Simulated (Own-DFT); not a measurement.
# How strain changes the stress of diamond-structure SiGeSn with randomly placed atoms, 64 atoms (Ge52Si8Sn4)

All numbers below are calculated, not measured. The program, named Own-DFT, is a retired in-house plane-wave density functional code that no person has reviewed. Each row is one single-point run on a periodic cell that was not relaxed, without spin or spin-orbit coupling.

Settings of every run: PBE; PseudoDojo norm-conserving scalar-relativistic files; cutoff 49 hartree; 3 x 3 x 3 k mesh centred on Gamma; Fermi-Dirac smearing of 0.1 eV.

Known limits: forces on such cells moved up to 12 meV/angstrom on a denser k mesh; stress not checked against mesh or cutoff.

Unstrained cell vectors in Å: (11.363, 0.000, 0.000); (0.000, 11.363, 0.000); (0.000, 0.000, 11.363). The unstrained cell has measured lattice constants (interpolated for alloys), not those of this functional. That, the random moves and any unrelaxed bonds set the pressure at no strain. Each run strains this cell uniformly, with the atoms carried along. Every atom was also moved at random, by a Gaussian of width 0.05 Å on each axis. The random placing of the alloy's atoms differs from row to row. Strain is the symmetric tensor, in per cent. Stress is positive in tension, and the pressure is minus a third of its trace.

```
run  e_xx (%)  e_yy (%)  e_zz (%)  s_xx (GPa)  s_yy (GPa)  s_zz (GPa)  P (GPa)  E (meV/atom)
  1     -0.25     -0.25      0.00       -5.23       -5.08       -4.91     5.07          42.0
  2     -0.75     -0.75      0.00       -5.98       -5.89       -5.38     5.75          42.5
  3      0.75      0.75      0.00       -3.39       -3.38       -3.77     3.51          28.4
  4      2.75      2.75      0.00       -0.07       -0.06       -1.63     0.58           0.0
  5     -1.00     -1.00      0.00       -6.40       -6.36       -5.80     6.18          48.5
  6     -2.50     -2.50      0.00       -9.62       -9.52       -8.20     9.11          88.6
  7     -1.25     -1.25      0.00       -7.00       -7.06       -6.31     6.79          62.2
  8      0.50      0.50      0.00       -3.82       -3.72       -4.20     3.91          34.4
  9      1.50      1.50      0.00           ?           ?           ?        ?             ?
```

E is the free energy for each atom above the lowest run shown.

## Worked fit

The change of volume is close to e_xx + e_yy + e_zz. A straight line through the runs shown gives P = 4.78 - 80 x (fractional change of volume) GPa, with an error of 3 on the slope and a scatter of 0.23 GPa. The strain isn't the same on all axes, but the crystal is cubic, so the slope still estimates the bulk modulus, averaged over pressures from 0.6 to 9.1 GPa.

## Withheld run

Question: what pressure should run 9 give? Its volume changes by 3.02 %.

The line gives 2.4 GPa. The calculation gave 2.24 GPa.
